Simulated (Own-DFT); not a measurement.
# Strain and stress in wurtzite GaN, 72 atoms (Ga36N36)

Calculated results; nothing here was measured. The program, named Own-DFT, is a retired in-house plane-wave density functional code that no person has reviewed. Each row is one single-point run on a periodic cell that was not relaxed, without spin or spin-orbit coupling.

Settings of every run: PBE; PseudoDojo norm-conserving scalar-relativistic files (stringent for Ga); cutoff 96 hartree; 4 x 4 x 3 k mesh centred on Gamma; Gaussian smearing of 0.01 eV.

Known limits: forces not confirmed at this smearing and k mesh; stress not checked against mesh or cutoff.

Unstrained cell vectors in Å: (9.567, 0.000, 0.000); (-4.784, 8.285, 0.000); (0.000, 0.000, 10.370). The unstrained cell has measured lattice constants (interpolated for alloys), not those of this functional. That, the random moves and any unrelaxed bonds set the pressure at no strain. Each run strains this cell uniformly, with the atoms carried along. Every atom was also moved at random, by a Gaussian of width 0.05 Å on each axis. Strain is the symmetric tensor, in per cent. Stress is positive in tension, and the pressure is minus a third of its trace.

| run | e_xx (%) | e_yy (%) | e_zz (%) | e_yz (%) | e_xz (%) | e_xy (%) | s_xx (GPa) | s_yy (GPa) | s_zz (GPa) | s_yz (GPa) | s_xz (GPa) | s_xy (GPa) | P (GPa) | E (meV/atom) |
|---|---|---|---|---|---|---|---|---|---|---|---|---|---|---|
| 1 | 1.53 | 0.17 | -0.74 | 0.07 | 1.47 | -0.36 | -1.86 | -4.88 | -9.06 | 0.20 | 2.78 | -1.86 | 5.27 | 10.0 |
| 2 | 0.10 | 1.08 | -1.49 | 0.59 | 1.28 | -0.49 | -5.29 | -5.99 | -12.45 | 2.06 | 2.56 | -1.63 | 7.91 | 17.0 |
| 3 | -1.54 | 1.94 | -0.76 | 1.83 | 1.82 | -0.56 | -12.78 | -2.65 | -9.34 | 4.38 | 4.42 | -2.59 | 8.26 | 26.5 |
| 4 | 1.65 | 0.79 | -1.38 | -1.28 | 1.12 | 1.31 | -0.46 | -4.33 | -10.05 | -2.92 | 2.53 | 3.24 | 4.94 | 2.5 |
| 5 | 1.78 | -0.44 | 1.62 | -0.52 | -1.93 | -1.80 | 0.06 | -4.84 | 0.24 | -1.21 | -3.89 | -5.44 | 1.52 | 0.0 |
| 6 | -1.68 | 0.10 | 0.87 | -1.58 | 0.11 | -1.50 | -14.25 | -8.08 | -4.23 | -2.57 | -0.14 | -5.88 | 8.86 | 22.7 |
| 7 | 0.81 | 1.37 | -0.89 | -0.03 | 0.56 | -0.60 | -1.77 | -1.99 | -10.15 | -0.15 | 0.69 | -3.15 | 4.64 | 2.2 |
| 8 | -1.25 | -0.28 | 0.70 | 1.57 | -0.16 | -1.23 | -11.09 | -9.11 | -6.93 | 3.87 | -0.14 | -3.50 | 9.05 | 29.3 |
| 9 | 0.31 | 1.15 | -0.23 | -1.16 | -1.37 | -1.36 | -5.58 | -2.03 | -7.30 | -2.57 | -3.05 | -5.36 | 4.97 | 6.5 |
| 10 | 0.25 | 1.20 | -1.25 | 0.49 | 1.07 | -0.64 | -4.40 | -2.47 | -12.98 | 0.36 | 1.27 | -1.97 | 6.62 | 7.1 |
| 11 | 1.95 | -0.20 | -0.44 | -0.17 | -1.09 | -0.11 | 0.25 | -7.13 | -7.26 | -0.75 | -1.78 | 0.62 | 4.72 | 6.0 |
| 12 | -0.33 | 0.17 | -1.76 | -0.81 | 1.64 | -0.74 | -9.05 | -7.93 | -17.46 | -2.76 | 2.73 | -1.45 | 11.48 | 40.7 |
| 13 | -0.71 | 1.03 | 1.53 | 0.58 | 1.81 | 0.96 | -9.12 | -2.73 | 0.40 | 0.92 | 4.06 | 2.65 | 3.82 | 3.1 |
| 14 | 1.55 | 0.90 | 1.56 | -0.66 | -0.87 | -0.78 | 0.91 | -0.93 | -0.14 | -2.07 | -2.04 | -3.03 | 0.05 | 0.3 |
| 15 | 1.53 | -1.97 | 1.01 | -0.34 | 1.99 | 1.85 | ? | ? | ? | ? | ? | ? | ? | ? |

E is the free energy for each atom above the lowest run shown.

## Worked fit

Each stress component was fitted by least squares to a constant and the strains of the runs shown, as fractions, with shears doubled. Shear strains stay in the fit of a normal stress only where such slopes are resolved. The slopes, in GPa:

```
stress,at no strain,per e_xx,per e_yy,per e_zz,scatter
s_xx,-7.2,409 ± 20,91 ± 37,25 ± 21,0.87
s_yy,-7.2,110 ± 18,368 ± 35,96 ± 20,0.82
s_zz,-7.8,85 ± 28,121 ± 52,442 ± 30,1.24
```

Each shear stress against twice its own strain: yz 112 ± 10, xz 89 ± 9, xy 166 ± 17 GPa. These are stiffnesses along x, y and z of the frame in which the cell vectors are given, which need not be the crystal's axes. The atoms are held to the strained lattice; where symmetry lets them move under strain, relaxing them would lower some slopes. The table should be nearly symmetric about its diagonal, and what it lacks of that shows the noise. A ninth of its sum, 194 ± 5 GPa, estimates the bulk modulus near the mean pressure of these runs, 5.9 GPa, so it lies above the value at zero pressure.

## Withheld run

Question: what normal stresses and pressure should run 15 give?

The fit gives s_xx = -2.4, s_yy = -11.8, s_zz = -4.4 and P = 6.2 GPa. The calculation gave -2.09, -11.94, -4.44 and P = 6.16 GPa.
